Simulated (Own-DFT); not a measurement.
# How strain changes the stress of wurtzite GaN, 72 atoms (Ga36N36)

Calculated results; nothing here was measured. They come from Own-DFT, an in-house plane-wave density functional program, since retired, whose code no person has reviewed. Each row is one single-point run on a periodic cell that was not relaxed, without spin or spin-orbit coupling.

Settings of every run: PBE; PseudoDojo norm-conserving scalar-relativistic files (stringent for Ga); cutoff 96 hartree; 4 x 4 x 3 k mesh centred on Gamma; Gaussian smearing of 0.01 eV.

Known limits: forces not confirmed at this smearing and k mesh; stress not checked against mesh or cutoff.

Unstrained cell vectors in Å: (9.567, 0.000, 0.000); (-4.784, 8.285, 0.000); (0.000, 0.000, 10.370). The unstrained cell has measured lattice constants (interpolated for alloys), not those of this functional. That, the random moves and any unrelaxed bonds set the pressure at no strain. Each run strains this cell uniformly, with the atoms carried along. Every atom was also moved at random, by a Gaussian of width 0.05 Å on each axis. Strain is the symmetric tensor, in per cent. Stress is positive in tension, and the pressure is minus a third of its trace.

| run | e_xx (%) | e_yy (%) | e_zz (%) | e_yz (%) | e_xz (%) | e_xy (%) | s_xx (GPa) | s_yy (GPa) | s_zz (GPa) | s_yz (GPa) | s_xz (GPa) | s_xy (GPa) | P (GPa) | E (meV/atom) |
|---|---|---|---|---|---|---|---|---|---|---|---|---|---|---|
| 1 | 0.57 | -1.49 | -1.87 | 0.43 | -1.93 | -0.13 | -8.96 | -12.36 | -20.71 | 0.82 | -5.12 | -0.16 | 14.01 | 59.6 |
| 2 | -1.59 | -0.55 | 1.76 | -0.65 | -1.69 | -1.70 | -13.22 | -9.84 | -0.76 | -1.66 | -3.86 | -5.35 | 7.94 | 10.7 |
| 3 | 1.34 | -0.90 | 1.24 | -1.02 | -0.05 | -1.05 | -2.03 | -9.42 | -1.08 | -2.47 | -0.13 | -2.90 | 4.17 | 4.4 |
| 4 | 0.84 | -0.93 | -1.50 | 0.89 | 0.74 | 0.91 | -4.31 | -11.93 | -15.78 | 1.26 | 1.25 | 2.51 | 10.67 | 33.8 |
| 5 | -1.03 | 0.06 | -0.45 | 0.40 | 0.29 | -0.52 | -11.43 | -7.67 | -11.22 | 1.16 | -1.08 | -1.20 | 10.11 | 15.0 |
| 6 | 1.92 | 1.72 | 1.28 | -1.30 | -1.50 | 1.45 | 1.41 | 2.68 | 0.59 | -2.18 | -2.89 | 4.08 | -1.56 | 0.0 |
| 7 | 0.63 | 1.70 | -1.55 | -0.52 | -1.55 | -1.70 | -3.70 | 0.58 | -16.56 | -0.84 | -3.68 | -4.12 | 6.56 | 28.8 |
| 8 | -0.54 | 1.57 | -1.52 | -0.40 | -1.55 | 0.36 | -8.65 | -2.71 | -13.41 | -0.70 | -4.18 | 0.46 | 8.26 | 10.3 |
| 9 | -1.32 | -0.42 | -0.71 | 1.61 | -0.59 | -0.46 | -16.25 | -11.27 | -10.46 | 3.70 | -1.58 | -1.07 | 12.66 | 29.8 |
| 10 | 0.43 | 1.59 | 0.93 | 1.50 | -1.40 | -1.59 | -4.04 | 0.48 | -2.16 | 3.55 | -2.92 | -4.92 | 1.91 | 4.7 |
| 11 | -0.84 | 1.66 | -1.10 | -1.34 | 0.69 | -0.13 | -9.80 | -1.32 | -12.31 | -2.56 | 1.26 | -1.40 | 7.81 | 13.2 |
| 12 | 0.29 | -0.99 | -0.48 | 0.43 | 0.36 | 1.65 | -7.62 | -10.94 | -10.49 | -0.20 | 0.91 | 3.83 | 9.68 | 18.2 |
| 13 | -1.03 | 1.99 | 1.31 | 1.25 | -1.69 | 0.16 | -7.64 | -0.32 | -0.95 | 1.88 | -3.31 | -0.37 | 2.97 | 10.9 |
| 14 | -1.32 | -1.72 | 0.09 | -0.20 | 0.63 | 0.53 | -14.36 | -14.53 | -10.16 | -0.25 | 1.05 | 2.78 | 13.02 | 20.6 |
| 15 | -1.40 | 0.51 | 0.20 | -0.53 | 1.88 | 0.01 | ? | ? | ? | ? | ? | ? | ? | ? |

E is the free energy for each atom above the lowest run shown.

## Worked fit

Each stress component was fitted by least squares to a constant and the strains of the runs shown, as fractions, with shears doubled. Shear strains stay in the fit of a normal stress only where such slopes are resolved. The slopes, in GPa:

| stress | at no strain | per e_xx | per e_yy | per e_zz | scatter |
|---|---|---|---|---|---|
| s_xx | -7.6 | 399 ± 30 | 109 ± 24 | 58 ± 26 | 1.20 |
| s_yy | -7.1 | 102 ± 20 | 401 ± 17 | 41 ± 18 | 0.82 |
| s_zz | -8.2 | 28 ± 34 | 78 ± 27 | 516 ± 30 | 1.35 |

Each shear stress against twice its own strain: yz 100 ± 8, xz 109 ± 9, xy 134 ± 11 GPa. These are stiffnesses along x, y and z of the frame in which the cell vectors are given, which need not be the crystal's axes. The atoms are held to the strained lattice; where symmetry lets them move under strain, relaxing them would lower some slopes. The table should be nearly symmetric about its diagonal, and what it lacks of that shows the noise. A ninth of its sum, 192 ± 5 GPa, estimates the bulk modulus near the mean pressure of these runs, 7.7 GPa, so it lies above the value at zero pressure.

## Withheld run

Question: what normal stresses and pressure should run 15 give?

The fit gives s_xx = -12.5, s_yy = -6.4, s_zz = -7.1 and P = 8.7 GPa. The calculation gave -11.65, -5.88, -8.83 and P = 8.78 GPa.
